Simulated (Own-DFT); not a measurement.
# Strain and stress in wurtzite GaN, 72 atoms (Ga36N36)

These are calculations, not measurements. The program, named Own-DFT, is a retired in-house plane-wave density functional code that no person has reviewed. Each row is one single-point run on a periodic cell that was not relaxed, without spin or spin-orbit coupling.

Settings of every run: PBE; PseudoDojo norm-conserving scalar-relativistic files; cutoff 42 hartree; 4 x 4 x 3 k mesh centred on Gamma; Fermi-Dirac smearing of 0.1 eV.

Known limits: forces not confirmed at this smearing and k mesh; stress not checked against mesh or cutoff.

Unstrained cell vectors in Å: (9.567, 0.000, 0.000); (-4.783, 8.285, 0.000); (0.000, 0.000, 10.370). The unstrained cell has measured lattice constants (interpolated for alloys), not those of this functional. That, the random moves and any unrelaxed bonds set the pressure at no strain. Each run strains this cell uniformly, with the atoms carried along. Every atom was also moved at random, by a Gaussian of width 0.05 Å on each axis. Strain is the symmetric tensor, in per cent. Stress is positive in tension, and the pressure is minus a third of its trace.

```
run,e_xx (%),e_yy (%),e_zz (%),s_xx (GPa),s_yy (GPa),s_zz (GPa),P (GPa),E (meV/atom)
1,3.00,3.00,0.00,6.71,6.65,-5.00,-2.79,7.6
2,0.25,0.25,0.00,-6.81,-5.78,-7.04,6.54,7.7
3,-0.50,-0.50,0.00,-10.06,-10.84,-8.83,9.91,27.2
4,-2.25,-2.25,0.00,-21.32,-20.04,-12.10,17.82,54.8
5,-1.25,-1.25,0.00,-14.12,-14.78,-10.69,13.20,40.4
6,-2.75,-2.75,0.00,-27.23,-22.06,-11.67,20.32,66.3
7,1.50,1.50,0.00,-0.27,1.11,-6.59,1.92,0.0
8,0.50,0.50,0.00,-5.62,-4.44,-7.31,5.79,9.3
9,-0.25,-0.25,0.00,?,?,?,?,?
```

E is the free energy for each atom above the lowest run shown.

## Worked fit

The change of volume is close to e_xx + e_yy + e_zz. A straight line through the runs shown gives P = 8.39 - 203 x (fractional change of volume) GPa, with an error of 8 on the slope and a scatter of 0.80 GPa. The strain isn't the same on all axes and the cell isn't cubic, so the slope belongs to this path and is not the bulk modulus.

## Withheld run

Question: what pressure should run 9 give? Its volume changes by -0.50 %.

The line gives 9.4 GPa. The calculation gave 8.48 GPa.
